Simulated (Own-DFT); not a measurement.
# Response to strain: wurtzite AlN, 128 atoms (Al64N64)

Calculated results; nothing here was measured. They come from Own-DFT, an in-house plane-wave density functional program, since retired, whose code no person has reviewed. Each row is one single-point run on a periodic cell that was not relaxed, without spin or spin-orbit coupling.

Settings of every run: PBE; PseudoDojo norm-conserving scalar-relativistic files; cutoff 42 hartree; 3 x 3 x 3 k mesh centred on Gamma; Gaussian smearing of 0.01 eV.

Known limits: k mesh not checked against a denser one; stress not checked against mesh or cutoff.

Unstrained cell vectors in Å: (12.448, 0.000, 0.000); (-6.224, 10.780, 0.000); (0.000, 0.000, 9.964). The unstrained cell has measured lattice constants (interpolated for alloys), not those of this functional. That, the random moves and any unrelaxed bonds set the pressure at no strain. Each run strains this cell uniformly, with the atoms carried along. Every atom was also moved at random, by a Gaussian of width 0.05 Å on each axis. Strain is the symmetric tensor, in per cent. Stress is positive in tension, and the pressure is minus a third of its trace.

```
run  e_xx (%)  e_yy (%)  e_zz (%)  e_yz (%)  e_xz (%)  e_xy (%)  s_xx (GPa)  s_yy (GPa)  s_zz (GPa)  s_yz (GPa)  s_xz (GPa)  s_xy (GPa)  P (GPa)  E (meV/atom)
  1      0.36     -0.58      1.89      0.78      1.60     -0.74       -3.63       -6.62        2.18        2.79        4.13       -2.52     2.69           6.8
  2      1.25     -0.35     -1.40     -0.54     -1.66      0.50       -0.88       -6.96      -13.68       -1.22       -3.83        2.51     7.18          23.7
  3     -1.47     -1.02     -0.41      0.49     -0.42      1.80      -16.88      -13.00       -7.41        1.34       -1.38        7.31    12.43          29.0
  4     -1.31      1.70      1.95      0.66     -0.33      0.42       -7.15        1.59        2.00        1.31       -0.06        2.64     1.19           0.0
  5      1.45     -0.37     -1.99     -0.13      0.00     -1.37       -0.57       -8.48      -15.68        0.23        0.29       -5.32     8.24          31.3
  6      0.27     -1.56     -1.66      1.56      1.11     -0.13       -8.02      -14.46      -14.98        4.16        3.33       -0.48    12.49          38.3
  7     -1.88      0.95      0.28     -1.83     -1.70     -0.39      -14.90       -2.76       -4.08       -4.44       -3.41       -0.74     7.25          17.8
  8     -1.22      0.46      0.91     -0.69      0.72      1.08      -10.46       -4.92       -2.19       -2.10        2.12        3.33     5.86          20.7
  9     -0.39     -1.71      0.77      1.73     -0.37     -1.11       -8.63      -15.31       -3.55        4.08       -0.94       -5.06     9.16          31.6
 10      1.50      0.03     -1.13      1.32      1.69     -0.52        0.81       -5.21      -10.93        3.35        4.72       -3.04     5.11          23.3
 11      1.51     -1.40      1.37      0.88      0.21      1.80        1.60      -12.79        1.66        1.82        0.61        5.25     3.18          11.4
 12      1.81     -1.26      1.86      1.59     -0.65     -0.38        2.08       -8.72        2.11        2.38       -1.60       -2.00     1.51          19.3
 13     -0.65      0.96     -1.20      0.78     -0.73     -0.91       -7.22       -3.48      -12.16        2.25       -2.07       -3.11     7.62          13.8
 14      1.32     -1.31      1.02      1.81     -0.96     -1.00       -0.45       -8.51       -1.28        4.23       -2.40       -3.12     3.42           7.5
 15      0.48      1.36     -1.20     -0.80     -0.58     -0.90       -3.12       -0.08       -9.37       -2.12       -1.34       -3.44     4.19           9.3
 16     -1.28      1.82      1.53     -1.67      1.20      0.23           ?           ?           ?           ?           ?           ?        ?             ?
```

E is the free energy for each atom above the lowest run shown.

## Worked fit

Each stress component was fitted by least squares to a constant and the strains of the runs shown, as fractions, with shears doubled. Shear strains stay in the fit of a normal stress only where such slopes are resolved. The slopes, in GPa:

| stress | at no strain | per e_xx | per e_yy | per e_zz | scatter |
|---|---|---|---|---|---|
| s_xx | -5.8 | 517 ± 24 | 163 ± 27 | 87 ± 19 | 1.00 |
| s_yy | -6.3 | 109 ± 26 | 488 ± 29 | 70 ± 20 | 1.05 |
| s_zz | -6.1 | 17 ± 26 | 28 ± 29 | 465 ± 21 | 1.07 |

Each shear stress against twice its own strain: yz 116 ± 10, xz 129 ± 5, xy 183 ± 11 GPa. These are stiffnesses along x, y and z of the frame in which the cell vectors are given, which need not be the crystal's axes. The atoms are held to the strained lattice; where symmetry lets them move under strain, relaxing them would lower some slopes. The table should be nearly symmetric about its diagonal, and what it lacks of that shows the noise. A ninth of its sum, 216 ± 5 GPa, estimates the bulk modulus near the mean pressure of these runs, 6.1 GPa, so it lies above the value at zero pressure.

## Withheld run

Question: what normal stresses and pressure should run 16 give?

The fit gives s_xx = -8.1, s_yy = 2.3, s_zz = 1.3 and P = 1.5 GPa. The calculation gave -10.02, 2.35, 1.78 and P = 1.96 GPa.
